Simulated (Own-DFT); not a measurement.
# What a defect does to the pressure of its cell: zincblende GaAs

Everything here is calculated. The program is Own-DFT (plane waves, in-house, since retired, never reviewed by a person); positions were held fixed, and spin and spin-orbit coupling were off.

All runs used: PBE; PseudoDojo norm-conserving scalar-relativistic files; cutoff 42 hartree; 3 x 3 x 3 k mesh centred on Gamma; Fermi-Dirac smearing of 0.1 eV.

Caveats (not all hold for every row): not probed for a lower state with spin; forces not confirmed at this smearing and k mesh; stress not checked against mesh or cutoff.

All runs share one cell, with vectors in Å (11.737, 0.000, 0.000); (0.000, 11.737, 0.000); (0.000, 0.000, 10.833) and a volume of 1492.4 Å³, strained against the parent crystal. The atoms are randomly displaced, by u rms on each axis. The defect's site can differ from row to row.

```
cell,formula,u (Å),P (GPa)
no defect,As32Ga32,0.0303,1.30
no defect,As32Ga32,0.0476,1.49
no defect,As32Ga32,0.0515,1.51
one Al on a Ga site,AlAs32Ga31,0.0283,1.18
one Al on a Ga site,AlAs32Ga31,0.0323,1.28
one Al on a Ga site,AlAs32Ga31,0.0494,1.55
one As vacancy and one Ga vacancy,As31Ga31,0.0315,1.00
one As vacancy and one Ga vacancy,As31Ga31,0.0319,?
one As vacancy and one Ga vacancy,As31Ga31,0.0510,1.29
one As vacancy and one Ga vacancy,As31Ga31,0.0545,1.25
```

## Worked fit

P = P0 + c u² + a shift for each defect gives P0 = 1.13 GPa, c = 158 ± 22 GPa/Å² and a scatter of 0.05 GPa. The shifts, and each times the cell's volume:

- one Al on a Ga site: -0.02 ± 0.04 GPa, -0.2 eV (not resolved)
- one As vacancy and one Ga vacancy: -0.29 ± 0.04 GPa, -2.7 eV

Against the defect-free cell, a freed cell would be larger where the shift is positive and smaller where it is negative (160.2 GPa Å³ is 1 eV). The atoms around the defects weren't relaxed, which would change these numbers.

## Withheld run

The question: what pressure belongs in the blank (one As vacancy and one Ga vacancy, u = 0.0319 Å)?

From the fit: 0.99 ± 0.06 GPa. DFT gave 1.01 GPa.
